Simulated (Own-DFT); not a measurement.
# Strain and stress in wurtzite GaN, 72 atoms (Ga36N36)

These are calculations, not measurements. They come from Own-DFT, an in-house plane-wave density functional program, since retired, whose code no person has reviewed. Each row is one single-point run on a periodic cell that was not relaxed, without spin or spin-orbit coupling.

Settings of every run: PBE; PseudoDojo norm-conserving scalar-relativistic files (stringent for Ga); cutoff 96 hartree; 4 x 4 x 3 k mesh centred on Gamma; Gaussian smearing of 0.01 eV.

Known limits: forces not confirmed at this smearing and k mesh; stress not checked against mesh or cutoff.

Unstrained cell vectors in Å: (9.567, 0.000, 0.000); (-4.783, 8.285, 0.000); (0.000, 0.000, 10.370). The unstrained cell has measured lattice constants (interpolated for alloys), not those of this functional. That, the random moves and any unrelaxed bonds set the pressure at no strain. Each run strains this cell uniformly, with the atoms carried along. Every atom was also moved at random, by a Gaussian of width 0.05 Å on each axis. Strain is the symmetric tensor, in per cent. Stress is positive in tension, and the pressure is minus a third of its trace.

| run | e_xx (%) | e_yy (%) | e_zz (%) | e_yz (%) | e_xz (%) | e_xy (%) | s_xx (GPa) | s_yy (GPa) | s_zz (GPa) | s_yz (GPa) | s_xz (GPa) | s_xy (GPa) | P (GPa) | E (meV/atom) |
|---|---|---|---|---|---|---|---|---|---|---|---|---|---|---|
| 1 | 1.23 | -1.90 | 1.74 | 1.29 | -1.81 | 1.15 | -2.01 | -13.14 | -0.13 | 2.72 | -3.50 | 3.22 | 5.09 | 6.6 |
| 2 | 0.40 | -1.97 | -0.20 | 0.14 | -1.56 | -1.56 | -7.04 | -16.29 | -9.69 | 0.25 | -2.76 | -4.33 | 11.01 | 34.6 |
| 3 | -1.41 | -0.66 | 1.11 | -1.51 | 0.29 | 1.61 | -12.45 | -10.52 | -4.49 | -2.97 | 0.71 | 5.86 | 9.15 | 19.8 |
| 4 | 0.97 | -1.16 | -0.68 | -0.92 | -1.54 | 0.30 | -5.28 | -12.06 | -10.49 | -1.64 | -3.09 | 1.39 | 9.28 | 24.1 |
| 5 | -0.01 | 1.81 | 0.68 | 0.53 | 0.43 | -1.03 | -6.22 | 0.06 | -3.98 | 1.33 | 0.93 | -4.32 | 3.38 | 34.2 |
| 6 | -1.21 | 0.63 | 0.14 | 1.59 | -1.34 | -1.05 | -12.82 | -7.14 | -6.27 | 3.95 | -2.63 | -2.55 | 8.75 | 34.8 |
| 7 | 1.72 | 0.47 | -0.91 | 1.10 | 1.58 | -0.24 | -0.18 | -5.05 | -9.78 | 1.69 | 3.44 | -0.64 | 5.00 | 24.8 |
| 8 | 1.68 | 0.09 | -1.78 | -1.57 | -1.91 | -0.50 | -2.60 | -4.80 | -15.00 | -3.62 | -4.28 | -1.27 | 7.47 | 26.9 |
| 9 | 1.95 | -0.44 | 1.20 | 0.64 | -1.16 | 1.10 | 0.24 | -4.69 | -1.37 | 0.73 | -1.80 | 2.83 | 1.94 | 0.0 |
| 10 | -0.74 | 0.62 | 1.45 | -0.66 | 0.84 | 1.91 | -8.10 | -5.59 | -1.38 | -1.39 | 2.22 | 4.50 | 5.02 | 25.7 |
| 11 | 0.11 | -0.31 | 0.23 | -0.44 | -0.45 | -1.15 | -7.86 | -6.72 | -8.14 | -0.18 | 0.05 | -5.19 | 7.57 | 23.2 |
| 12 | 0.03 | -0.07 | 0.05 | -1.16 | -1.92 | -1.86 | -6.90 | -8.62 | -6.45 | -2.87 | -3.83 | -5.15 | 7.32 | 28.0 |
| 13 | -0.89 | 1.10 | -1.85 | 0.96 | 0.47 | -0.05 | -10.54 | -5.70 | -16.40 | 1.68 | 0.74 | -2.45 | 10.88 | 38.5 |
| 14 | 1.83 | 1.98 | 0.19 | -1.24 | 0.20 | -0.46 | 1.46 | 3.28 | -5.42 | -2.40 | 1.00 | -2.03 | 0.22 | 8.7 |
| 15 | -1.97 | 0.66 | 0.53 | 0.61 | 1.10 | -1.93 | ? | ? | ? | ? | ? | ? | ? | ? |

E is the free energy for each atom above the lowest run shown.

## Worked fit

Each stress component was fitted by least squares to a constant and the strains of the runs shown, as fractions, with shears doubled. Shear strains stay in the fit of a normal stress only where such slopes are resolved. The slopes, in GPa:

```
stress  at no strain  per e_xx  per e_yy  per e_zz  scatter
  s_xx          -7.4  391 ± 19   66 ± 18   70 ± 20     0.78
  s_yy          -7.6  145 ± 26  416 ± 26   72 ± 28     1.09
  s_zz          -7.7   57 ± 19   49 ± 19  445 ± 20     0.79
```

Each shear stress against twice its own strain: yz 103 ± 6, xz 111 ± 6, xy 148 ± 17 GPa. These are stiffnesses along x, y and z of the frame in which the cell vectors are given, which need not be the crystal's axes. The atoms are held to the strained lattice; where symmetry lets them move under strain, relaxing them would lower some slopes. The table should be nearly symmetric about its diagonal, and what it lacks of that shows the noise. A ninth of its sum, 190 ± 5 GPa, estimates the bulk modulus near the mean pressure of these runs, 6.6 GPa, so it lies above the value at zero pressure.

## Withheld run

Question: what normal stresses and pressure should run 15 give?

The fit gives s_xx = -14.3, s_yy = -7.4, s_zz = -6.2 and P = 9.3 GPa. The calculation gave -15.57, -6.58, -6.53 and P = 9.56 GPa.
